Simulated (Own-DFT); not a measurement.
# How strain changes the stress of wurtzite AlN, 72 atoms (Al36N36)

Calculated results; nothing here was measured. They come from Own-DFT, an in-house plane-wave density functional program, since retired, whose code no person has reviewed. Each row is one single-point run on a periodic cell that was not relaxed, without spin or spin-orbit coupling.

Settings of every run: PBE; PseudoDojo norm-conserving scalar-relativistic files; cutoff 42 hartree; 3 x 3 x 2 k mesh centred on Gamma; Fermi-Dirac smearing of 0.1 eV.

Known limits: forces on such cells moved up to 12 meV/angstrom on a denser k mesh; stress not checked against mesh or cutoff.

Unstrained cell vectors in Å: (9.336, 0.000, 0.000); (-4.668, 8.085, 0.000); (0.000, 0.000, 9.964). The unstrained cell has measured lattice constants (interpolated for alloys), not those of this functional. That, the random moves and any unrelaxed bonds set the pressure at no strain. Each run strains this cell uniformly, with the atoms carried along. Every atom was also moved at random, by a Gaussian of width 0.05 Å on each axis. Strain is the symmetric tensor, in per cent. Stress is positive in tension, and the pressure is minus a third of its trace.

```
run,e_xx (%),e_yy (%),e_zz (%),s_xx (GPa),s_yy (GPa),s_zz (GPa),P (GPa),E (meV/atom)
1,0.75,0.75,0.00,0.10,-1.58,-4.47,1.98,0.0
2,3.00,3.00,0.00,9.72,9.75,-3.97,-5.17,36.1
3,-1.50,-1.50,0.00,-18.60,-11.62,-8.24,12.82,43.5
4,2.00,2.00,0.00,6.88,3.01,-5.43,-1.49,27.9
5,-0.50,-0.50,0.00,-8.40,-7.56,-6.06,7.34,5.5
6,-2.00,-2.00,0.00,-18.47,-18.26,-8.66,15.13,42.3
7,-1.25,-1.25,0.00,-13.95,-13.49,-5.96,11.13,26.8
8,-2.50,-2.50,0.00,-19.87,-23.34,-9.23,17.48,55.0
9,2.75,2.75,0.00,?,?,?,?,?
```

E is the free energy for each atom above the lowest run shown.

## Worked fit

The change of volume is close to e_xx + e_yy + e_zz. A straight line through the runs shown gives P = 6.45 - 206 x (fractional change of volume) GPa, with an error of 9 on the slope and a scatter of 0.96 GPa. The strain isn't the same on all axes and the cell isn't cubic, so the slope belongs to this path and is not the bulk modulus.

## Withheld run

Question: what pressure should run 9 give? Its volume changes by 5.58 %.

The line gives -5.0 GPa. The calculation gave -4.80 GPa.
